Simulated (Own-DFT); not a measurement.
Si4SnGe11 (diamond-structure random alloy, strained, atoms displaced) (calculated)

All values are calculated (Own-DFT development build). A calculation, not a measurement: plane-wave density functional theory by an unreviewed code, no spin, of a simulated periodic cell, stress positive in tension, run twice, with PBE and with PBEsol, both on files made for PBE, so the change isn't that of files made for PBEsol, forces on such cells moved up to 12 meV/angstrom on a denser k mesh; the far tail of each file's local potential was reset to the Coulomb form; each entry is a single point on an unrelaxed cell, so the pressure reflects the starting lattice, mostly measured values (interpolated for alloys), from which strain is counted, and rises with the displacements; printed positions are rounded, which can move forces by about a meV/angstrom; the program, named Own-DFT, is a retired in-house code; no spin-orbit coupling; stress was not checked against mesh or cutoff.

## Si4SnGe11 (diamond-structure random alloy, strained, atoms displaced)

```
Si4SnGe11
1.0
     11.4760     0.0000     0.0000
      0.0000    11.4760     0.0000
      0.0000     0.0000    11.3064
Ge Si Sn Si Ge Si Ge Sn Si Ge Si Ge Sn Si Ge Si Ge Si Ge Sn Ge Si Ge Si Ge Si Ge Si Ge Si Ge Si Ge Si Ge
2 1 1 1 3 1 1 1 1 11 1 3 1 1 2 2 1 1 1 1 1 1 6 1 3 1 2 1 1 1 3 1 2 1 2
Direct
  0.99751 0.99840 0.00527
  0.99853 0.25325 0.25087
  0.24857 0.00010 0.24377
  0.25257 0.24190 0.99828
  0.12146 0.12502 0.12283
  0.13045 0.37810 0.38129
  0.37761 0.12585 0.37997
  0.36325 0.37624 0.12814
  0.01127 0.00482 0.50034
  0.00377 0.25200 0.75042
  0.24859 0.00424 0.74805
  0.24878 0.25571 0.49911
  0.13554 0.12409 0.63045
  0.13331 0.36891 0.86524
  0.37342 0.13058 0.88136
  0.37192 0.37756 0.62799
  0.99935 0.49890 0.00349
  0.99962 0.74772 0.25201
  0.25152 0.50552 0.25151
  0.24028 0.75145 0.00460
  0.12192 0.63093 0.12925
  0.12430 0.88174 0.37057
  0.37271 0.62653 0.36911
  0.36606 0.87923 0.11759
  0.00203 0.50021 0.50833
  0.00331 0.74399 0.74951
  0.24548 0.49641 0.73802
  0.25133 0.75237 0.50011
  0.12023 0.62523 0.62319
  0.12415 0.87623 0.87397
  0.37625 0.62683 0.87524
  0.37877 0.87191 0.62171
  0.49326 0.99923 0.98934
  0.49368 0.25420 0.24446
  0.74533 0.00191 0.25241
  0.75331 0.23774 0.00196
  0.62720 0.12741 0.11547
  0.63105 0.37617 0.37241
  0.87754 0.13227 0.37144
  0.87567 0.36694 0.11703
  0.49778 0.00953 0.49493
  0.50382 0.24562 0.74805
  0.74812 0.00080 0.74980
  0.74604 0.25462 0.50353
  0.62740 0.11870 0.63079
  0.61735 0.37351 0.87740
  0.86964 0.12219 0.86745
  0.87486 0.37757 0.62814
  0.49873 0.49380 0.00202
  0.49876 0.74602 0.24907
  0.74619 0.50386 0.25050
  0.74915 0.74272 0.00408
  0.62870 0.62932 0.12924
  0.62506 0.87747 0.37366
  0.87684 0.62730 0.37984
  0.87854 0.87174 0.13385
  0.49871 0.49373 0.49559
  0.49838 0.74800 0.76090
  0.75392 0.48847 0.74927
  0.74422 0.74847 0.49924
  0.62418 0.62996 0.62733
  0.62632 0.87413 0.87414
  0.87177 0.62067 0.87895
  0.87959 0.88207 0.63139
```

| Item | Value |
| --- | --- |
| functional | PBE, then PBEsol |
| potential files | PseudoDojo norm-conserving, scalar-relativistic, standard set |
| wave cutoff | 49 hartree |
| occupations | Fermi-Dirac |
| smearing width | 0.1 eV |
| k mesh | 3 x 3 x 3 centred on Gamma |
| PBE pressure | 2.11 GPa |
| PBE stress xx | -1.79 GPa |
| PBE stress yy | -1.75 GPa |
| PBE stress zz | -2.81 GPa |
| PBE stress yz | 0.41 GPa |
| PBE stress xz | 0.52 GPa |
| PBE stress xy | 0.2 GPa |
| PBEsol pressure | -0.41 GPa |
| PBEsol stress xx | 0.73 GPa |
| PBEsol stress yy | 0.78 GPa |
| PBEsol stress zz | -0.27 GPa |
| PBEsol stress yz | 0.38 GPa |
| PBEsol stress xz | 0.5 GPa |
| PBEsol stress xy | 0.19 GPa |
| rms change of force components from PBE to PBEsol | 0.05 eV/Å |

Force:
```
force element  PBE force x (eV/Å)  PBE force y (eV/Å)  PBE force z (eV/Å)  PBEsol force x (eV/Å)  PBEsol force y (eV/Å)  PBEsol force z (eV/Å)
           Ge              -0.101               0.107              -0.478                 -0.123                   0.06                 -0.495
           Ge               0.635              -0.212              -0.079                  0.608                 -0.146                 -0.098
           Si               0.096               0.518               0.056                  0.085                  0.505                  0.128
           Sn               -1.86               1.463               1.546                 -1.759                  1.466                  1.447
           Si              -0.626              -0.904               1.394                 -0.654                 -0.852                  1.334
           Ge              -0.534               0.028              -0.505                 -0.549                  0.071                 -0.521
           Ge              -1.557               0.919              -1.301                 -1.438                  0.884                 -1.254
           Ge               1.206               0.885               0.382                  1.186                  0.857                  0.375
           Si              -1.149               0.513              -0.131                 -1.089                  0.469                 -0.095
           Ge              -0.596              -0.666              -0.482                 -0.567                 -0.642                 -0.465
           Sn               2.356              -1.997               1.114                  2.239                 -1.892                   1.12
           Si               0.587               -0.75               0.581                  0.579                 -0.731                  0.577
           Ge              -2.569               2.616              -2.997                 -2.489                  2.535                 -2.843
           Ge              -1.167               1.489               0.441                 -1.132                  1.434                  0.406
           Ge               3.136               -1.85              -2.185                  3.009                 -1.764                 -2.156
           Ge               0.706              -1.024              -1.021                  0.699                 -0.955                 -0.969
           Ge               0.658              -0.215              -0.597                  0.614                 -0.202                 -0.574
           Ge              -0.249               0.136               0.984                 -0.206                   0.17                  0.904
           Ge              -0.814              -0.149              -0.165                  -0.78                 -0.145                 -0.154
           Ge               0.944               0.165              -0.612                  0.872                  0.136                  -0.62
           Ge              -0.024              -1.065              -0.121                 -0.021                 -1.021                 -0.117
           Ge              -0.391               0.495               -0.49                 -0.376                  0.414                 -0.476
           Ge               1.566              -0.669              -0.099                  1.475                 -0.693                 -0.072
           Si               1.026              -0.264               0.563                  0.974                 -0.305                  0.516
           Ge              -0.476               0.378              -0.818                 -0.465                    0.3                 -0.792
           Ge               -0.55               0.299               0.442                 -0.567                  0.335                  0.467
           Ge              -0.019               1.372               0.902                  0.017                   1.27                  0.898
           Sn              -0.678              -0.157              -0.054                 -0.668                 -0.167                 -0.139
           Si               0.042               -0.49               0.593                  0.039                 -0.488                  0.583
           Ge              -1.028              -0.813               0.833                 -0.997                 -0.795                  0.816
           Ge              -1.174              -0.901                0.61                 -1.122                 -0.866                  0.585
           Si               1.675               0.867               0.864                  1.645                  0.856                  0.846
           Si               0.081              -1.158               0.165                  0.068                 -1.059                  0.146
           Ge               0.119               0.324               1.063                  0.112                  0.317                  1.033
           Si               1.508              -0.404               0.635                  1.444                 -0.432                  0.597
           Ge               1.338               2.937              -2.831                  1.326                  2.822                 -2.724
           Sn              -2.321              -2.105               1.702                 -2.242                 -1.964                  1.641
           Ge              -1.054              -0.283              -0.074                 -1.027                  -0.26                 -0.062
           Si              -0.412              -1.049               0.883                 -0.396                 -0.962                   0.86
           Ge              -0.322               0.834               0.786                 -0.296                  0.798                  0.761
           Ge               0.679              -1.707               1.173                  0.683                 -1.623                  1.108
           Ge              -0.485               0.658               0.605                 -0.501                    0.6                  0.569
           Ge              -0.057              -1.091               0.464                 -0.016                 -1.012                  0.416
           Ge               0.811              -0.798              -0.248                  0.761                  -0.74                 -0.219
           Ge              -0.401               0.735              -1.114                 -0.396                  0.723                 -1.075
           Si               1.366               -0.39              -0.389                  1.297                 -0.415                  -0.35
           Ge               1.147               0.243               0.689                  1.096                  0.238                  0.679
           Ge                0.23              -0.631              -0.182                  0.268                 -0.644                 -0.214
           Ge               0.209               0.823               0.411                  0.136                  0.804                  0.403
           Si              -0.056                   1              -0.736                 -0.072                  0.983                 -0.651
           Ge               1.258               0.132              -0.252                  1.208                  0.064                 -0.228
           Ge              -0.039               1.161              -0.157                  0.033                  1.117                 -0.163
           Si              -1.202              -0.549              -0.098                 -1.127                 -0.577                 -0.129
           Ge              -0.492              -0.161              -0.316                 -0.476                  -0.16                 -0.244
           Si              -0.216              -0.447              -0.106                 -0.213                 -0.436                 -0.104
           Ge              -1.129                0.49              -0.335                 -1.052                  0.444                 -0.352
           Ge               0.158               0.828               0.272                   0.15                    0.8                  0.263
           Ge               0.544               1.029              -1.207                  0.517                  0.929                 -1.174
           Si              -1.324               1.172               0.911                 -1.256                  1.174                  0.859
           Ge               1.062               0.618               0.172                  0.979                  0.622                  0.194
           Ge              -0.084              -1.389                0.34                   -0.1                 -1.312                  0.296
           Si               -0.32               0.063               0.616                 -0.276                  0.029                  0.568
           Ge               0.089              -0.424              -0.777                  0.123                 -0.382                 -0.714
           Ge               0.246              -0.582              -1.234                  0.213                 -0.584                 -1.157
```
